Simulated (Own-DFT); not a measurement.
# Strain and stress in 4H SiC, 32 atoms (C16Si16)

All numbers below are calculated, not measured. They come from Own-DFT, an in-house plane-wave density functional program, since retired, whose code no person has reviewed. Each row is one single-point run on a periodic cell that was not relaxed, without spin or spin-orbit coupling.

Settings of every run: PBE; PseudoDojo norm-conserving scalar-relativistic files; cutoff 42 hartree; 5 x 5 x 3 k mesh centred on Gamma; Fermi-Dirac smearing of 0.1 eV.

Known limits: forces on such cells passed a denser k mesh, each cell not checked; stress not checked against mesh or cutoff.

Unstrained cell vectors in Å: (6.165, 0.000, 0.000); (-3.083, 5.339, 0.000); (0.000, 0.000, 10.068). The unstrained cell has measured lattice constants (interpolated for alloys), not those of this functional. That, the random moves and any unrelaxed bonds set the pressure at no strain. Each run strains this cell uniformly, with the atoms carried along. Every atom was also moved at random, by a Gaussian of width 0.05 Å on each axis. Strain is the symmetric tensor, in per cent. Stress is positive in tension, and the pressure is minus a third of its trace.

```
run  e_xx (%)  e_yy (%)  e_zz (%)  e_yz (%)  e_xz (%)  e_xy (%)  s_xx (GPa)  s_yy (GPa)  s_zz (GPa)  s_yz (GPa)  s_xz (GPa)  s_xy (GPa)  P (GPa)  E (meV/atom)
  1      0.47      0.53      1.68     -1.52      1.82     -0.98       -0.40        0.65        2.55       -4.40        6.95       -3.78    -0.93           0.0
  2      1.28      0.75      0.53      0.90     -1.69      1.57        4.69       -0.42       -3.46        3.41       -5.34        4.78    -0.27          37.2
  3     -0.09     -1.73      0.54      1.32     -0.04      1.06       -5.55      -14.96       -4.84        5.76       -0.50        4.93     8.45          28.0
  4      0.01      1.98     -0.22      0.53     -1.87      0.12       -2.31        5.68       -6.22        2.14       -6.06        1.67     0.95           1.9
  5      0.46      0.22     -1.23      1.90      0.24     -1.91       -3.49       -3.98      -12.72        7.30        1.36       -8.71     6.73          44.5
  6      1.33     -0.41     -1.98     -1.85     -0.16      0.99       -0.20       -3.45      -18.07       -6.26       -0.41        4.02     7.24           9.6
  7     -0.91     -0.21     -0.42     -1.81      0.32      1.84       -9.73       -8.75       -7.33       -6.65       -0.34        4.33     8.60          19.2
  8     -0.83      1.84      0.44      0.29      0.16     -0.82       -5.92        3.43       -2.89        1.35       -0.19       -4.08     1.79           9.0
  9      1.17      1.40     -0.90      0.90      1.39     -1.71        0.94        1.49      -12.93        4.19        5.69       -8.36     3.50          63.8
 10     -1.12     -1.64      1.64     -1.65     -1.02      0.44      -11.84      -16.72        3.00       -5.09       -3.01        2.46     8.52          41.0
 11     -0.06     -0.82      1.32      1.64      0.11     -1.46       -5.30       -9.70        2.03        5.58       -0.90       -5.40     4.32          21.2
 12     -0.23     -1.59     -1.13     -0.34     -1.02     -0.70       -7.46      -12.76      -17.77       -1.82       -3.94       -2.79    12.66          40.1
 13     -0.25     -1.55     -1.85     -1.49      1.03      1.35       -9.28      -17.75      -14.81       -4.70        5.07        7.56    13.95          36.5
 14      1.21     -1.51     -0.09     -0.15     -1.71     -1.50        1.61      -14.71       -6.91        1.43       -4.93       -6.62     6.67          40.0
 15     -0.45      0.45     -0.77      0.47      0.93      1.48       -4.87       -3.33      -14.21        1.74        4.93        5.89     7.47          26.7
 16      1.21     -0.20     -0.10     -0.80     -0.35     -1.80           ?           ?           ?           ?           ?           ?        ?             ?
```

E is the free energy for each atom above the lowest run shown.

## Worked fit

Each stress component was fitted by least squares to a constant and the strains of the runs shown, as fractions, with shears doubled. Shear strains stay in the fit of a normal stress only where such slopes are resolved. The slopes, in GPa:

| stress | at no strain | per e_xx | per e_yy | per e_zz | scatter |
|---|---|---|---|---|---|
| s_xx | -4.3 | 519 ± 39 | 105 ± 24 | 79 ± 27 | 1.14 |
| s_yy | -5.6 | 141 ± 64 | 564 ± 39 | 26 ± 45 | 1.89 |
| s_zz | -6.6 | -18 ± 71 | 28 ± 43 | 585 ± 49 | 2.08 |

Each shear stress against twice its own strain: yz 174 ± 8, xz 179 ± 14, xy 200 ± 18 GPa. These are stiffnesses along x, y and z of the frame in which the cell vectors are given, which need not be the crystal's axes. The atoms are held to the strained lattice; where symmetry lets them move under strain, relaxing them would lower some slopes. The table should be nearly symmetric about its diagonal, and what it lacks of that shows the noise. A ninth of its sum, 225 ± 9 GPa, estimates the bulk modulus near the mean pressure of these runs, 6.0 GPa, so it lies above the value at zero pressure.

## Withheld run

Question: what normal stresses and pressure should run 16 give?

The fit gives s_xx = 1.7, s_yy = -5.1, s_zz = -7.5 and P = 3.6 GPa. The calculation gave 0.98, -3.40, -7.46 and P = 3.29 GPa.
